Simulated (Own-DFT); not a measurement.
# Hybrid less PBE against volume: monoclinic HfO2, 94 atoms (Hf32O62), with two O vacancies

All values are computed. Each geometry was run twice at fixed positions with Own-DFT, a retired in-house plane-wave program that no person has reviewed: with PBE, and with HSE06 (exact exchange share 0.25 at short range, screening 0.11 per bohr, Gygi-Baldereschi treatment of its divergence). Both used PseudoDojo norm-conserving files made for PBE, a cutoff of 48 hartree, the Gamma point alone, fixed occupations, a neutral cell and no spin. One k point on a cell 10.1 Å thick isn't converged, and results move with the size of the cell. The hafnium file keeps the 4f electrons in the core, and its forces lie about 75 meV/Å off all-electron values. The oxygen file's force components were 24 meV/Å off all-electron values in a glass.

Unstrained cell vectors in Å: (10.234, 0.000, 0.000); (0.000, 10.350, 0.000); (-1.696, 0.000, 10.445), volume V0 = 1106.4 Å³, from measured lattice constants. Each geometry has its own random strain of a few per cent, its own defect sites and random moves of rms u per axis. HSE06 gave the energy alone. D is its energy less that of PBE, over the lowest D shown. The PBE stress wasn't checked against mesh or cutoff.

| run | V - V0 (Å³) | u (Å) | P with PBE (GPa) | D (eV) |
|---|---|---|---|---|
| 1 | -7.7 | 0.0509 | 7.40 | 0.551 |
| 2 | -3.5 | 0.0518 | 6.85 | 0.737 |
| 3 | -18.0 | 0.0297 | 8.27 | 0.128 |
| 4 | -25.0 | 0.0489 | 10.91 | 0.204 |
| 5 | 14.0 | 0.0302 | 1.68 | 0.895 |
| 6 | -20.3 | 0.0260 | 7.94 | 0.016 |
| 7 | 43.7 | 0.0291 | -4.95 | 1.594 |
| 8 | -20.6 | 0.0323 | 8.66 | 0.074 |
| 9 | 33.5 | 0.0482 | -1.29 | 1.572 |
| 10 | -34.1 | 0.0523 | 13.54 | 0.000 |
| 11 | -17.4 | 0.0462 | 9.01 | 0.166 |
| 12 | 27.5 | 0.0475 | -0.25 | 1.426 |
| 13 | -13.7 | 0.0495 | 8.37 | 0.471 |
| 14 | 4.6 | 0.0279 | 2.75 | ? |

## Working it out

D = 0.42 + 0.0243 (V - V0) + 143 u² eV, with an error of 0.0006 on the volume slope, 18 on the last term and a scatter of 0.05 eV. Pressure is -dE/dV, and 1 eV/Å³ is 160.2 GPa, so HSE06 changes the pressure by -3.9 ± 0.1 GPa. With the ions held to the strained lattice, the PBE pressure falls by 231 ± 3 GPa per unit of volume strain; the shape of the strain isn't fitted, so the true error is larger, and a relaxed crystal would be softer. On that slope HSE06's volume at a given pressure is about 1.7 % smaller, or 0.6 % in lengths. At u = 0 and V0 the PBE pressure is 3.4 GPa, which puts the zero-pressure volume, against the measured cell and with the defects in, at +1.5 % for PBE and -0.2 % for HSE06, each good to a few tenths of a per cent.

## Prediction

Asked: what D should run 14 give?

From the fit: 0.64 eV, with rows scattering by 0.05. DFT gave 0.695 eV.
